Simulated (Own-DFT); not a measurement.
## Calculated data, Si4SnGe11 (diamond-structure random alloy, strained, atoms displaced)

A calculation, not a measurement: plane-wave density functional theory by an unreviewed code, no spin, of a simulated periodic cell, stress positive in tension, run twice, with PBE and with PBEsol, both on files made for PBE, so the change isn't that of files made for PBEsol, forces on such cells moved up to 12 meV/angstrom on a denser k mesh; the far tail of each file's local potential was reset to the Coulomb form; each entry is a single point on an unrelaxed cell, so the pressure reflects the starting lattice, mostly measured values (interpolated for alloys), from which strain is counted, and rises with the displacements; printed positions are rounded, which can move forces by about a meV/angstrom; the program, named Own-DFT, is a retired in-house code; no spin-orbit coupling; stress was not checked against mesh or cutoff. Program: Own-DFT development build.

Settings shared by all entries: functional PBE, then PBEsol; potential files PseudoDojo norm-conserving, scalar-relativistic, standard set; wave cutoff 49 hartree; occupations Fermi-Dirac; smearing width 0.1 eV; k mesh 3 x 3 x 3 centred on Gamma.

(1) Si4SnGe11 (diamond-structure random alloy, strained, atoms displaced)

```
CELL_PARAMETERS angstrom
11.19330 0.00000 0.00000
0.00000 11.19330 0.00000
0.00000 0.00000 11.30640
ATOMIC_POSITIONS crystal
Si 0.00689 0.99220 0.99712
Ge 0.00512 0.25060 0.25831
Ge 0.25552 0.99477 0.24341
Ge 0.25455 0.24558 0.99596
Ge 0.12304 0.13097 0.12630
Ge 0.12709 0.37279 0.37993
Ge 0.36778 0.12342 0.38092
Si 0.37837 0.37226 0.12252
Ge 0.00235 0.00272 0.49934
Ge 0.00224 0.25652 0.75162
Ge 0.24529 0.00468 0.75432
Ge 0.25222 0.24443 0.49853
Si 0.13320 0.12458 0.62152
Ge 0.13450 0.38133 0.87290
Si 0.37550 0.13271 0.87255
Ge 0.37230 0.37732 0.63715
Si 0.99727 0.50291 0.00298
Sn 0.00228 0.75225 0.25410
Ge 0.24524 0.50157 0.25285
Ge 0.24863 0.75176 0.99863
Ge 0.12753 0.63292 0.13069
Ge 0.12476 0.87567 0.37149
Ge 0.37222 0.62024 0.36792
Si 0.37290 0.87826 0.11981
Ge 0.99849 0.50123 0.49847
Si 0.99161 0.75381 0.75004
Ge 0.24801 0.49163 0.75002
Ge 0.25126 0.74547 0.49891
Si 0.13243 0.62916 0.62155
Ge 0.12682 0.87332 0.87515
Ge 0.37751 0.62512 0.87132
Si 0.38458 0.87218 0.62068
Ge 0.50650 0.00616 0.99447
Sn 0.50087 0.25279 0.24274
Ge 0.75484 0.99615 0.24370
Ge 0.75266 0.24901 0.99150
Ge 0.62093 0.12825 0.12580
Ge 0.62575 0.38124 0.37717
Ge 0.87253 0.12921 0.37646
Ge 0.88020 0.37380 0.11674
Si 0.49564 0.99803 0.50194
Sn 0.49105 0.25090 0.75511
Si 0.74653 0.99786 0.75430
Ge 0.74803 0.25532 0.49767
Si 0.62154 0.12435 0.62945
Ge 0.62913 0.37432 0.87378
Si 0.87106 0.12512 0.86241
Sn 0.88777 0.37138 0.62485
Ge 0.49446 0.50277 0.00627
Ge 0.50151 0.74942 0.24626
Ge 0.74659 0.49634 0.25057
Si 0.74934 0.75983 0.00313
Ge 0.62822 0.62331 0.12916
Ge 0.62458 0.87233 0.37466
Ge 0.87454 0.63592 0.37552
Ge 0.87351 0.87245 0.12090
Ge 0.49841 0.49368 0.49818
Si 0.50487 0.74548 0.75538
Ge 0.74503 0.50866 0.75557
Ge 0.75245 0.74444 0.50128
Ge 0.62484 0.62706 0.62442
Ge 0.62375 0.86783 0.86873
Ge 0.87382 0.62294 0.87662
Si 0.87367 0.87469 0.62334
```

* PBE pressure: 6.21 GPa
* PBE stress xx: -6.47 GPa
* PBE stress yy: -6.36 GPa
* PBE stress zz: -5.79 GPa
* PBE stress yz: 0.63 GPa
* PBE stress xz: 0.49 GPa
* PBE stress xy: -0.09 GPa
* PBEsol pressure: 3.43 GPa
* PBEsol stress xx: -3.69 GPa
* PBEsol stress yy: -3.59 GPa
* PBEsol stress zz: -3.01 GPa
* PBEsol stress yz: 0.62 GPa
* PBEsol stress xz: 0.47 GPa
* PBEsol stress xy: -0.1 GPa
* rms change of force components from PBE to PBEsol: 0.051 eV/Å

Force:
| force element | PBE force x (eV/Å) | PBE force y (eV/Å) | PBE force z (eV/Å) | PBEsol force x (eV/Å) | PBEsol force y (eV/Å) | PBEsol force z (eV/Å) |
| --- | --- | --- | --- | --- | --- | --- |
| Si | -1.226 | 1.503 | 0.022 | -1.168 | 1.441 | 0.053 |
| Ge | -0.742 | 0.273 | -0.812 | -0.711 | 0.258 | -0.783 |
| Ge | -0.656 | 0.698 | 0.43 | -0.687 | 0.722 | 0.471 |
| Ge | -0.143 | 0.811 | 0.652 | -0.202 | 0.798 | 0.641 |
| Ge | 0.131 | -1.15 | -0.508 | 0.162 | -1.088 | -0.459 |
| Ge | 0.06 | 0.538 | 0.03 | 0.047 | 0.522 | 0.02 |
| Ge | 1.041 | -1.302 | -0.713 | 0.967 | -1.228 | -0.719 |
| Si | -2.431 | 1.706 | -1.015 | -2.385 | 1.68 | -1.007 |
| Ge | -0.114 | -0.063 | 0.571 | -0.111 | -0.06 | 0.481 |
| Ge | 2.368 | -2.924 | 1.641 | 2.303 | -2.768 | 1.574 |
| Ge | 1.367 | -0.385 | -0.818 | 1.299 | -0.409 | -0.755 |
| Ge | -0.339 | 1.154 | 1.258 | -0.3 | 1.146 | 1.172 |
| Si | -1.198 | 0.164 | 0.647 | -1.171 | 0.163 | 0.631 |
| Ge | -1.876 | -0.938 | 1.936 | -1.78 | -0.941 | 1.827 |
| Si | -1.762 | -3.169 | 1.996 | -1.739 | -3.112 | 1.969 |
| Ge | -0.71 | 0.509 | -3.372 | -0.692 | 0.499 | -3.26 |
| Si | 1.259 | 0.395 | -0.384 | 1.228 | 0.387 | -0.376 |
| Sn | -0.923 | 0.433 | -1.031 | -0.896 | 0.423 | -0.998 |
| Ge | 0.445 | -1.292 | -1.091 | 0.415 | -1.211 | -1.017 |
| Ge | 0.788 | -0.134 | 0.097 | 0.721 | -0.154 | 0.066 |
| Ge | 0.549 | -2.088 | -2.02 | 0.561 | -1.997 | -1.926 |
| Ge | 1.889 | 1.65 | 1.826 | 1.83 | 1.6 | 1.763 |
| Ge | 0.769 | 0.526 | 0.7 | 0.735 | 0.508 | 0.675 |
| Si | 1.185 | -0.382 | -0.434 | 1.162 | -0.375 | -0.424 |
| Ge | 1.711 | 2.09 | -1.012 | 1.638 | 1.987 | -1.006 |
| Si | 1 | -0.495 | -0.491 | 0.987 | -0.505 | -0.405 |
| Ge | 0.02 | 2.951 | -0.762 | 0.058 | 2.803 | -0.709 |
| Ge | 0.626 | 0.84 | -0.011 | 0.615 | 0.813 | -0.087 |
| Si | -1.453 | -0.479 | 1.003 | -1.393 | -0.501 | 0.946 |
| Ge | -0.811 | -0.226 | -0.595 | -0.713 | -0.222 | -0.569 |
| Ge | -0.425 | -0.174 | 0.28 | -0.44 | -0.217 | 0.321 |
| Si | -0.764 | -0.225 | 1.142 | -0.823 | -0.247 | 1.125 |
| Ge | -1.204 | -0.626 | -0.157 | -1.115 | -0.599 | -0.139 |
| Sn | -0.801 | 0.082 | 2.559 | -0.72 | 0.029 | 2.532 |
| Ge | -0.677 | 0.709 | 0.639 | -0.657 | 0.682 | 0.618 |
| Ge | 0.237 | -0.621 | 0.48 | 0.187 | -0.553 | 0.498 |
| Ge | 2.695 | -1.75 | -1.713 | 2.614 | -1.706 | -1.679 |
| Ge | 0.364 | -0.373 | 0.235 | 0.363 | -0.357 | 0.228 |
| Ge | -0.067 | -0.656 | -0.296 | -0.048 | -0.628 | -0.291 |
| Ge | -0.229 | -0.28 | 0.966 | -0.267 | -0.307 | 0.973 |
| Si | 0.928 | 0.415 | 0.039 | 0.915 | 0.432 | -0.05 |
| Sn | 2.546 | -0.012 | -0.837 | 2.489 | 0.103 | -0.838 |
| Si | 0.28 | 0.096 | -1.413 | 0.219 | 0.038 | -1.351 |
| Ge | -0.998 | -1.351 | 0.326 | -0.929 | -1.278 | 0.278 |
| Si | 0.77 | -1.11 | -1.242 | 0.754 | -1.015 | -1.22 |
| Ge | -0.13 | 1.421 | 1.211 | -0.118 | 1.382 | 1.177 |
| Si | 1.026 | -0.724 | 1.142 | 1.029 | -0.624 | 1.135 |
| Sn | -2.884 | 1.474 | -0.016 | -2.794 | 1.436 | -0.03 |
| Ge | 0.787 | -0.372 | -0.529 | 0.798 | -0.322 | -0.547 |
| Ge | -0.743 | 0.385 | -0.106 | -0.683 | 0.328 | -0.069 |
| Ge | 1.446 | 0.519 | -0.127 | 1.378 | 0.516 | -0.121 |
| Si | -0.312 | -1.59 | -0.588 | -0.309 | -1.56 | -0.571 |
| Ge | 0.023 | 0.644 | -0.958 | -0.018 | 0.592 | -0.888 |
| Ge | -0.039 | 0.559 | 0.301 | -0.008 | 0.499 | 0.249 |
| Ge | -1.102 | -2.973 | 0.629 | -1.073 | -2.887 | 0.624 |
| Ge | 0.309 | 1.173 | -1.046 | 0.305 | 1.152 | -0.931 |
| Ge | -0.632 | 1.014 | 0.797 | -0.604 | 0.983 | 0.767 |
| Si | -0.882 | 0.321 | -1.591 | -0.832 | 0.278 | -1.521 |
| Ge | 0.21 | -0.659 | -0.568 | 0.2 | -0.639 | -0.541 |
| Ge | -0.456 | 1.35 | 0.521 | -0.468 | 1.264 | 0.463 |
| Ge | -0.659 | -0.297 | 0.098 | -0.589 | -0.323 | 0.068 |
| Ge | 0.521 | 0.744 | 0.917 | 0.487 | 0.763 | 0.934 |
| Ge | 0.157 | 1.187 | 0.706 | 0.105 | 1.12 | 0.646 |
| Si | -0.122 | 0.488 | 0.459 | -0.129 | 0.485 | 0.362 |

(2) Si4SnGe11 (diamond-structure random alloy, strained, atoms displaced)

```
CELL_PARAMETERS angstrom
11.05200 0.00000 0.00000
0.00000 11.05200 0.00000
0.00000 0.00000 11.30640
ATOMIC_POSITIONS crystal
Ge 0.99211 0.99492 0.99093
Si 0.99692 0.23893 0.24733
Ge 0.25813 0.00626 0.24681
Si 0.25608 0.24703 0.00223
Si 0.12684 0.13100 0.11939
Si 0.12673 0.37664 0.38105
Ge 0.37579 0.12619 0.37499
Si 0.38308 0.37429 0.12859
Ge 0.99608 0.00366 0.49559
Ge 0.00269 0.24928 0.74552
Ge 0.24663 0.99326 0.75298
Ge 0.25347 0.25651 0.49522
Ge 0.12691 0.12875 0.63036
Ge 0.13377 0.37663 0.86892
Ge 0.37050 0.11447 0.87642
Sn 0.37907 0.37430 0.62984
Ge 0.99983 0.50115 0.99914
Si 0.99883 0.75153 0.24470
Ge 0.24930 0.50384 0.25708
Ge 0.25017 0.74908 0.00104
Ge 0.13102 0.63311 0.12347
Sn 0.12476 0.87596 0.37756
Ge 0.37936 0.63171 0.37358
Ge 0.38130 0.87535 0.12729
Ge 0.00257 0.49956 0.50389
Ge 0.99752 0.74639 0.74690
Ge 0.25183 0.49413 0.75169
Ge 0.24957 0.74683 0.49358
Ge 0.12134 0.61903 0.62112
Si 0.12282 0.86881 0.86956
Si 0.38107 0.62622 0.87686
Si 0.37579 0.87106 0.62955
Ge 0.49838 0.00078 0.00900
Ge 0.50507 0.23768 0.25419
Ge 0.75089 0.00653 0.24754
Si 0.75238 0.24590 0.99369
Si 0.62562 0.12305 0.13108
Ge 0.62684 0.37781 0.36861
Ge 0.87287 0.12179 0.37850
Ge 0.86811 0.37166 0.12447
Si 0.50434 0.99886 0.50695
Ge 0.50486 0.25053 0.75615
Si 0.75276 0.99806 0.75523
Ge 0.75269 0.25323 0.50505
Sn 0.63018 0.12324 0.63077
Ge 0.62961 0.37366 0.86788
Ge 0.87424 0.12282 0.86614
Ge 0.86562 0.38238 0.63032
Ge 0.49975 0.49786 0.00040
Si 0.49960 0.74979 0.24522
Ge 0.74758 0.50356 0.24463
Ge 0.75496 0.75099 0.99947
Ge 0.63219 0.61542 0.12533
Si 0.62063 0.87624 0.37498
Ge 0.87861 0.62210 0.37465
Ge 0.87693 0.87441 0.12136
Ge 0.50704 0.50219 0.51066
Ge 0.49576 0.75675 0.75199
Sn 0.75067 0.49496 0.75289
Ge 0.74203 0.74878 0.50598
Ge 0.61877 0.63622 0.62613
Si 0.62304 0.87314 0.87204
Ge 0.87299 0.63158 0.87187
Ge 0.87701 0.88344 0.62585
```

* PBE pressure: 8.45 GPa
* PBE stress xx: -9.05 GPa
* PBE stress yy: -9 GPa
* PBE stress zz: -7.28 GPa
* PBE stress yz: 0.08 GPa
* PBE stress xz: 0.65 GPa
* PBE stress xy: -0.2 GPa
* PBEsol pressure: 5.53 GPa
* PBEsol stress xx: -6.13 GPa
* PBEsol stress yy: -6.08 GPa
* PBEsol stress zz: -4.38 GPa
* PBEsol stress yz: 0.08 GPa
* PBEsol stress xz: 0.63 GPa
* PBEsol stress xy: -0.18 GPa
* rms change of force components from PBE to PBEsol: 0.055 eV/Å

Force:
| force element | PBE force x (eV/Å) | PBE force y (eV/Å) | PBE force z (eV/Å) | PBEsol force x (eV/Å) | PBEsol force y (eV/Å) | PBEsol force z (eV/Å) |
| --- | --- | --- | --- | --- | --- | --- |
| Ge | 1.761 | 0.576 | 0.317 | 1.637 | 0.553 | 0.309 |
| Si | 0.664 | 1.226 | 0.418 | 0.572 | 1.206 | 0.436 |
| Ge | -0.67 | 0.373 | -0.915 | -0.601 | 0.334 | -0.849 |
| Si | -0.085 | 0.82 | -0.002 | -0.062 | 0.807 | -0.095 |
| Si | -0.335 | -0.761 | -0.042 | -0.333 | -0.835 | -0.04 |
| Si | -1.024 | -0.538 | -1.326 | -0.974 | -0.492 | -1.263 |
| Ge | 0.374 | -0.77 | 1.21 | 0.339 | -0.708 | 1.124 |
| Si | -0.932 | -0.579 | 0.194 | -0.868 | -0.528 | 0.229 |
| Ge | 0.088 | 0.903 | 2.029 | 0.07 | 0.871 | 1.974 |
| Ge | -0.57 | 1.027 | 0.526 | -0.545 | 0.988 | 0.508 |
| Ge | 0.069 | -0.311 | -0.666 | 0.078 | -0.224 | -0.643 |
| Ge | -1.091 | -1.305 | -0.309 | -1.014 | -1.307 | -0.259 |
| Ge | 0.402 | -0.665 | -1.513 | 0.374 | -0.634 | -1.458 |
| Ge | -1.11 | -1.206 | 1.91 | -1.101 | -1.132 | 1.797 |
| Ge | 0.516 | 1.086 | 0.442 | 0.531 | 1.022 | 0.4 |
| Sn | 0.19 | -0.53 | -0.561 | 0.185 | -0.513 | -0.542 |
| Ge | 0.332 | -0.03 | -0.016 | 0.322 | -0.017 | -0.025 |
| Si | -0.494 | -0.817 | -0.233 | -0.485 | -0.805 | -0.235 |
| Ge | 0.302 | -0.677 | -0.653 | 0.307 | -0.579 | -0.63 |
| Ge | 0.891 | 0.887 | -1.163 | 0.856 | 0.852 | -1.049 |
| Ge | -1.21 | -1.224 | 0.736 | -1.132 | -1.208 | 0.675 |
| Sn | -0.174 | 0.452 | -1.703 | -0.129 | 0.474 | -1.608 |
| Ge | 0.77 | -0.883 | 0.167 | 0.682 | -0.886 | 0.199 |
| Ge | -0.799 | -0.612 | -0.004 | -0.813 | -0.537 | -0.046 |
| Ge | -0.817 | -1.089 | -0.83 | -0.82 | -1.008 | -0.754 |
| Ge | 0.604 | 0.645 | -0.422 | 0.549 | 0.588 | -0.441 |
| Ge | -0.392 | 3.09 | 0.717 | -0.426 | 2.949 | 0.671 |
| Ge | 1.368 | -0.724 | 2.542 | 1.302 | -0.738 | 2.433 |
| Ge | 1.288 | 0.848 | 0.941 | 1.229 | 0.815 | 0.9 |
| Si | -0.176 | -0.138 | 0.693 | -0.183 | -0.132 | 0.681 |
| Si | -0.839 | -0.208 | -0.039 | -0.817 | -0.205 | -0.037 |
| Si | -0.63 | 0.743 | -1.29 | -0.652 | 0.688 | -1.226 |
| Ge | 1.275 | -0.068 | -1.117 | 1.152 | -0.088 | -1.083 |
| Ge | -0.144 | 1.607 | -0.618 | -0.159 | 1.567 | -0.516 |
| Ge | -0.36 | -1.41 | 0.484 | -0.279 | -1.375 | 0.49 |
| Si | -0.738 | -0.214 | 0.678 | -0.691 | -0.173 | 0.621 |
| Si | 0.587 | 0.573 | -1.696 | 0.543 | 0.53 | -1.617 |
| Ge | -0.098 | -0.219 | 1.019 | -0.086 | -0.216 | 0.991 |
| Ge | -0.091 | 1.229 | -0.608 | -0.114 | 1.152 | -0.555 |
| Ge | 0.859 | -0.527 | -0.243 | 0.824 | -0.435 | -0.231 |
| Si | -1.681 | -1.362 | -1.408 | -1.65 | -1.259 | -1.375 |
| Ge | -0.967 | -1.178 | 1.719 | -0.922 | -1.126 | 1.662 |
| Si | 0.191 | -1.679 | 0.721 | 0.244 | -1.606 | 0.668 |
| Ge | 0.48 | 0.975 | -1.814 | 0.467 | 0.949 | -1.75 |
| Sn | -0.119 | -0.278 | -0.192 | -0.112 | -0.158 | -0.187 |
| Ge | -1.824 | -1.813 | 3.611 | -1.81 | -1.742 | 3.46 |
| Ge | -0.007 | 0.541 | 0.71 | 0.072 | 0.528 | 0.695 |
| Ge | 3.639 | -2.655 | -2.9 | 3.54 | -2.594 | -2.828 |
| Ge | 0.205 | -0.253 | -0.276 | 0.281 | -0.242 | -0.267 |
| Si | 1.145 | -0.077 | 0.517 | 1.082 | -0.116 | 0.467 |
| Ge | 1.412 | -1.063 | 1.466 | 1.356 | -1.04 | 1.41 |
| Ge | -1.391 | 0.141 | -0.192 | -1.302 | 0.101 | -0.158 |
| Ge | -1.589 | 2.203 | -1.07 | -1.501 | 2.094 | -1.061 |
| Si | 0 | -0.08 | -0.281 | 0.077 | -0.079 | -0.28 |
| Ge | -0.336 | 0.717 | -0.176 | -0.359 | 0.656 | -0.137 |
| Ge | -0.22 | 0.188 | 0.865 | -0.249 | 0.218 | 0.778 |
| Ge | 0.387 | 0.905 | -2.606 | 0.38 | 0.889 | -2.521 |
| Ge | -0.01 | -0.419 | 0.576 | 0.032 | -0.453 | 0.518 |
| Sn | -1.249 | 3.864 | 0.019 | -1.219 | 3.749 | 0.018 |
| Ge | 1.259 | 1.198 | -1.413 | 1.236 | 1.128 | -1.324 |
| Ge | -0.066 | -0.466 | 0.679 | -0.062 | -0.457 | 0.638 |
| Si | 0.563 | 0.776 | 0.982 | 0.508 | 0.714 | 1 |
| Ge | 1.213 | -0.052 | 1.321 | 1.184 | -0.045 | 1.287 |
| Ge | -0.598 | -0.714 | 0.085 | -0.542 | -0.729 | 0.047 |

(3) Si4SnGe11 (diamond-structure random alloy, strained, atoms displaced)

```
CELL_PARAMETERS angstrom
11.05200 0.00000 0.00000
0.00000 11.05200 0.00000
0.00000 0.00000 11.30640
ATOMIC_POSITIONS crystal
Si 0.00173 0.98961 0.00107
Ge 0.99449 0.25366 0.25063
Si 0.24644 0.99968 0.25181
Ge 0.24401 0.25387 0.99604
Si 0.12255 0.12149 0.13154
Ge 0.12502 0.37245 0.37884
Si 0.38070 0.12670 0.37751
Ge 0.38053 0.36715 0.12220
Si 0.00638 0.99500 0.49888
Ge 0.00016 0.24781 0.75102
Ge 0.25043 0.99935 0.75199
Ge 0.24788 0.24833 0.50647
Ge 0.12138 0.12048 0.61954
Ge 0.12339 0.37192 0.87549
Ge 0.37880 0.13190 0.87603
Si 0.37295 0.37847 0.62233
Si 0.99650 0.49963 0.00814
Ge 0.99921 0.75370 0.24911
Si 0.24931 0.50545 0.24702
Si 0.24159 0.75279 0.00440
Ge 0.11892 0.63400 0.11982
Ge 0.12883 0.87241 0.36876
Ge 0.37790 0.62290 0.37757
Ge 0.38465 0.88438 0.12726
Ge 0.00780 0.48962 0.50187
Ge 0.00654 0.75594 0.75183
Sn 0.24848 0.49989 0.74475
Ge 0.25011 0.74821 0.49397
Sn 0.11986 0.62993 0.62203
Ge 0.12382 0.88079 0.87871
Ge 0.38194 0.62703 0.87645
Ge 0.37034 0.87572 0.63035
Ge 0.51314 0.99891 0.00792
Ge 0.50614 0.25592 0.25377
Sn 0.74712 0.00195 0.25459
Ge 0.75066 0.25071 0.99922
Si 0.61961 0.13061 0.12066
Si 0.62923 0.37334 0.37575
Ge 0.87713 0.12145 0.38196
Ge 0.88113 0.37495 0.11899
Ge 0.50138 0.99192 0.50378
Ge 0.50215 0.24062 0.75387
Ge 0.75147 0.99273 0.75345
Ge 0.74792 0.25468 0.49818
Si 0.61985 0.12533 0.62316
Ge 0.62329 0.36723 0.88308
Ge 0.87444 0.13140 0.87416
Si 0.87367 0.37762 0.62243
Ge 0.50452 0.50710 0.99706
Ge 0.49254 0.75431 0.24907
Ge 0.74670 0.50481 0.25564
Ge 0.75317 0.75158 0.00290
Ge 0.61480 0.61970 0.11900
Ge 0.62552 0.87615 0.37096
Si 0.87759 0.62343 0.37635
Ge 0.87897 0.87386 0.13261
Ge 0.49901 0.50015 0.50256
Sn 0.50095 0.74900 0.75042
Ge 0.74883 0.50480 0.75605
Ge 0.75399 0.74924 0.50016
Si 0.62610 0.62540 0.61443
Ge 0.62087 0.87297 0.87238
Ge 0.87578 0.62335 0.87192
Si 0.87597 0.87248 0.62300
```

- PBE pressure: 8.35 GPa
- PBE stress xx: -8.85 GPa
- PBE stress yy: -8.92 GPa
- PBE stress zz: -7.26 GPa
- PBE stress yz: 0.01 GPa
- PBE stress xz: 0.04 GPa
- PBE stress xy: -0.81 GPa
- PBEsol pressure: 5.43 GPa
- PBEsol stress xx: -5.93 GPa
- PBEsol stress yy: -6.01 GPa
- PBEsol stress zz: -4.34 GPa
- PBEsol stress yz: 0.02 GPa
- PBEsol stress xz: 0.05 GPa
- PBEsol stress xy: -0.78 GPa
- rms change of force components from PBE to PBEsol: 0.053 eV/Å

Force:
| force element | PBE force x (eV/Å) | PBE force y (eV/Å) | PBE force z (eV/Å) | PBEsol force x (eV/Å) | PBEsol force y (eV/Å) | PBEsol force z (eV/Å) |
| --- | --- | --- | --- | --- | --- | --- |
| Si | -0.64 | 2.05 | 0.829 | -0.664 | 1.971 | 0.777 |
| Ge | 0.741 | -0.921 | 0.225 | 0.685 | -0.859 | 0.253 |
| Si | 1.204 | 1.174 | -0.146 | 1.194 | 1.066 | -0.124 |
| Ge | 0.342 | -1.383 | 1.364 | 0.373 | -1.306 | 1.28 |
| Si | -0.075 | -0.082 | -0.812 | -0.092 | 0 | -0.807 |
| Ge | 1.076 | 0.03 | -1.554 | 0.998 | 0.009 | -1.457 |
| Si | -0.733 | -0.545 | -0.105 | -0.685 | -0.507 | -0.07 |
| Ge | -0.852 | 1.627 | 0.154 | -0.797 | 1.558 | 0.119 |
| Si | -0.831 | -0.525 | -0.055 | -0.772 | -0.477 | -0.092 |
| Ge | -0.366 | 0.498 | -1.088 | -0.328 | 0.452 | -1.011 |
| Ge | -0.146 | 1.006 | 0.202 | -0.14 | 0.967 | 0.185 |
| Ge | 1.164 | -0.024 | -0.839 | 1.052 | -0.026 | -0.809 |
| Ge | 0.118 | -0.181 | 1.019 | 0.167 | -0.125 | 1.032 |
| Ge | -1.489 | 0.59 | 0.806 | -1.408 | 0.527 | 0.75 |
| Ge | -0.777 | -1.612 | 1.037 | -0.752 | -1.55 | 0.987 |
| Si | 1.616 | -1.998 | -0.342 | 1.577 | -1.957 | -0.345 |
| Si | 0.795 | 0.532 | -1.787 | 0.776 | 0.522 | -1.749 |
| Ge | -0.143 | -1.226 | 1.008 | -0.105 | -1.146 | 0.934 |
| Si | 0.042 | -0.657 | -0.063 | 0.043 | -0.643 | -0.057 |
| Si | 1.902 | 0.567 | -0.687 | 1.862 | 0.557 | -0.672 |
| Ge | 0.443 | -1.278 | 0.743 | 0.384 | -1.201 | 0.772 |
| Ge | -0.145 | 0.537 | 0.52 | -0.149 | 0.441 | 0.502 |
| Ge | -0.526 | -0.101 | -0.952 | -0.485 | -0.052 | -0.884 |
| Ge | -2.455 | -0.377 | -0.208 | -2.304 | -0.377 | -0.201 |
| Ge | -2.624 | 0.072 | -0.999 | -2.477 | 0.068 | -0.981 |
| Ge | -2.165 | 1.077 | 0.976 | -2.072 | 1.013 | 0.976 |
| Sn | 1.511 | -0.807 | 2.294 | 1.426 | -0.743 | 2.283 |
| Ge | 1.15 | 1.229 | -0.342 | 1.115 | 1.189 | -0.329 |
| Sn | -0.734 | 1.082 | -1.326 | -0.702 | 1.047 | -1.292 |
| Ge | 0.739 | -0.604 | -0.01 | 0.726 | -0.605 | -0.106 |
| Ge | -2.381 | -0.335 | 2.157 | -2.27 | -0.358 | 2.069 |
| Ge | -0.919 | 0.348 | -1.655 | -0.891 | 0.345 | -1.608 |
| Ge | -0.981 | 0.663 | -1.52 | -0.996 | 0.581 | -1.51 |
| Ge | -0.342 | -0.967 | 0.029 | -0.369 | -0.912 | -0.023 |
| Sn | 0.218 | 1.521 | -1.781 | 0.252 | 1.429 | -1.681 |
| Ge | 0.107 | -0.481 | 0.889 | 0.134 | -0.425 | 0.812 |
| Si | 0.735 | 0.964 | 0.568 | 0.714 | 0.95 | 0.55 |
| Si | -0.374 | 0.953 | 0.14 | -0.364 | 0.937 | 0.129 |
| Ge | 1.119 | 1.124 | 0.94 | 1.045 | 1.133 | 0.866 |
| Ge | -1.476 | 0.294 | 1.16 | -1.472 | 0.225 | 1.169 |
| Ge | -0.381 | 1.058 | -0.259 | -0.372 | 0.963 | -0.252 |
| Ge | 0.081 | 1.634 | -1.557 | 0.06 | 1.585 | -1.421 |
| Ge | -0.01 | 1.163 | -1.093 | -0.029 | 1.135 | -0.991 |
| Ge | 0.141 | -0.644 | 1.008 | 0.173 | -0.669 | 0.948 |
| Si | 1.102 | -0.561 | 0.143 | 1.078 | -0.559 | 0.143 |
| Ge | -0.05 | 1.102 | -1.274 | -0.041 | 1.073 | -1.222 |
| Ge | 0.313 | -1.811 | 0.515 | 0.277 | -1.724 | 0.469 |
| Si | -0.202 | -0.127 | 0.865 | -0.19 | -0.123 | 0.845 |
| Ge | -1.337 | -2.218 | -0.373 | -1.286 | -2.148 | -0.358 |
| Ge | 0.903 | -1.009 | 0.315 | 0.882 | -0.969 | 0.304 |
| Ge | 0.33 | -0.323 | -0.692 | 0.309 | -0.312 | -0.738 |
| Ge | -0.341 | -0.368 | -0.117 | -0.341 | -0.363 | -0.116 |
| Ge | 1.786 | 1.804 | 1.833 | 1.729 | 1.745 | 1.763 |
| Ge | -1.473 | -2.207 | 1.902 | -1.438 | -2.14 | 1.848 |
| Si | 0.441 | -0.16 | 0.167 | 0.432 | -0.154 | 0.159 |
| Ge | 0.025 | -0.023 | -1.897 | 0.001 | -0.073 | -1.802 |
| Ge | 0.625 | -0.88 | -0.408 | 0.569 | -0.815 | -0.441 |
| Sn | 0.439 | -0.658 | -1.829 | 0.381 | -0.595 | -1.722 |
| Ge | -0.683 | -1.061 | -1.516 | -0.647 | -1.017 | -1.404 |
| Ge | 0.069 | -0.087 | -0.469 | 0.032 | -0.054 | -0.49 |
| Si | 0.946 | -0.743 | 0.606 | 0.929 | -0.728 | 0.587 |
| Ge | 2.142 | 1.2 | 2.016 | 2.091 | 1.179 | 1.962 |
| Ge | 0.796 | 0.572 | 1.061 | 0.731 | 0.581 | 0.997 |
| Si | 0.488 | 0.515 | 0.259 | 0.437 | 0.464 | 0.297 |
